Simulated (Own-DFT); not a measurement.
# Which defects push the lattice out? zincblende GaAs

No measurement is shown. These are fixed-geometry runs of a retired plane-wave code named Own-DFT, which no person has reviewed; spin and spin-orbit coupling are neglected.

Common settings: PBE; PseudoDojo norm-conserving scalar-relativistic files; cutoff 42 hartree; 3 x 3 x 3 k mesh centred on Gamma; Fermi-Dirac smearing of 0.1 eV.

Limits (not all hold for every row): not probed for a lower state with spin; forces on such cells failed a check on a denser k mesh; forces not confirmed at this smearing and k mesh; forces on such cells passed a denser k mesh, each cell not checked; stress not checked against mesh or cutoff.

All runs share one cell, with vectors in Å (11.307, 0.000, 0.000); (0.000, 11.307, 0.000); (0.000, 0.000, 11.307) and a volume of 1445.4 Å³. u is the rms random offset of the atoms per axis. The defect's site can differ from row to row.

```
               cell     formula   u (Å)  P (GPa)
          no defect    As32Ga32  0.0195     3.51
          no defect    As32Ga32  0.0518     4.05
          no defect    As32Ga32  0.0529     4.05
one P on an As site   As31Ga32P  0.0279     3.32
one P on an As site   As31Ga32P  0.0294        ?
one P on an As site   As31Ga32P  0.0305     3.37
one P on an As site   As31Ga32P  0.0315     3.35
   two Ga vacancies    As32Ga30  0.0288     2.84
   two Ga vacancies    As32Ga30  0.0293     3.04
   two Ga vacancies    As32Ga30  0.0307     3.03
one Al on a Ga site  AlAs32Ga31  0.0477     3.96
one Al on a Ga site  AlAs32Ga31  0.0480     3.86
one Al on a Ga site  AlAs32Ga31  0.0512     3.96
   two As vacancies    As30Ga32  0.0308     3.24
   two As vacancies    As30Ga32  0.0319     3.19
   two As vacancies    As30Ga32  0.0486     3.64
```

## Fit

P = P0 + c u² + a shift for each defect gives P0 = 3.39 GPa, c = 248 ± 28 GPa/Å² and a scatter of 0.06 GPa. The shifts, and each times the cell's volume:

- one Al on a Ga site: -0.06 ± 0.05 GPa, -0.5 eV (not resolved)
- one P on an As site: -0.26 ± 0.06 GPa, -2.4 eV
- two As vacancies: -0.39 ± 0.05 GPa, -3.5 eV (-1.7 eV for each of its 2 sites)
- two Ga vacancies: -0.63 ± 0.06 GPa, -5.7 eV (-2.8 eV for each of its 2 sites)

A positive shift means that the defect pushes the cell outwards. Shift times volume (160.2 GPa Å³ is 1 eV) depends little on the cell's size, so, taken for each site, it can be compared between cells at like pressure. The atoms around the defects weren't relaxed, which would change these numbers.

## The run left out

Q: what pressure belongs in the blank (one P on an As site, u = 0.0294 Å)?

The fitted form gives 3.34 ± 0.07 GPa. The hidden result is 3.35 GPa.
